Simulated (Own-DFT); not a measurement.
# A layer strained by its substrate: diamond-structure SiGeSn with randomly placed atoms, 64 atoms (Ge44Si16Sn4)

Calculated, not measured: single-point runs of Own-DFT, a retired in-house plane-wave DFT program that no person has reviewed, on unrelaxed cells, without spin or spin-orbit coupling.

All runs used: PBE; PseudoDojo norm-conserving scalar-relativistic files; cutoff 49 hartree; 3 x 3 x 3 k mesh centred on Gamma; Fermi-Dirac smearing of 0.1 eV.

Limits: forces on such cells moved up to 12 meV/angstrom on a denser k mesh; stress not checked against mesh or cutoff.

Unstrained cell vectors in Å: (11.306, 0.000, 0.000); (0.000, 11.306, 0.000); (0.000, 0.000, 11.306). The unstrained cell has measured lattice constants (interpolated for alloys), not those of this functional. That, the random moves and any unrelaxed bonds set the pressure at no strain. Each run strains x and y alike by e, as a substrate would, and holds the height along z. Random moves of width 0.05 Å per axis were added to every atom. The random placing of the alloy's atoms differs from row to row. Stress is positive in tension.

| e (%) | u (Å) | (s_xx + s_yy)/2 (GPa) | s_zz (GPa) |
|---|---|---|---|
| -3.00 | 0.052 | -10.85 | -8.75 |
| -2.75 | 0.054 | -10.04 | -7.97 |
| -2.25 | 0.057 | -8.86 | -7.33 |
| -1.75 | 0.054 | -7.66 | -6.53 |
| -1.50 | 0.048 | -7.28 | -6.28 |
| -1.25 | 0.053 | -6.84 | -6.03 |
| -1.00 | 0.049 | -6.14 | -5.43 |
| 0.50 | 0.051 | ? | ? |
| 0.75 | 0.053 | -2.90 | -3.56 |
| 2.25 | 0.053 | -0.70 | -2.19 |

## What the rows give

With e as a fraction, the in-plane stress is -4.2 + 183 e - 1151 e² GPa (errors 2 and 135, scatter 0.10), and s_zz is -4.3 + 114 e - 925 e² GPa (slope ± 3, scatter 0.14). At e = 0 the first slope is C11 + C12 and the second 2 C12, both with the ions held to the strained lattice and at the cell's own pressure. The term in e² is negative: the layer stiffens under compression and softens under tension. A free layer would change its height as e changes, and the in-plane slope would drop by 2 C12²/C11 to the biaxial modulus. At fixed height, a misfit of 1 % moves the in-plane stress by about 1.8 GPa and s_zz by 1.1 GPa.

## Prediction

Asked: what are the two stresses at e = 0.50 %?

From the fit: -3.3 and -3.8 GPa. The calculation gave -3.49 and -3.73 GPa.
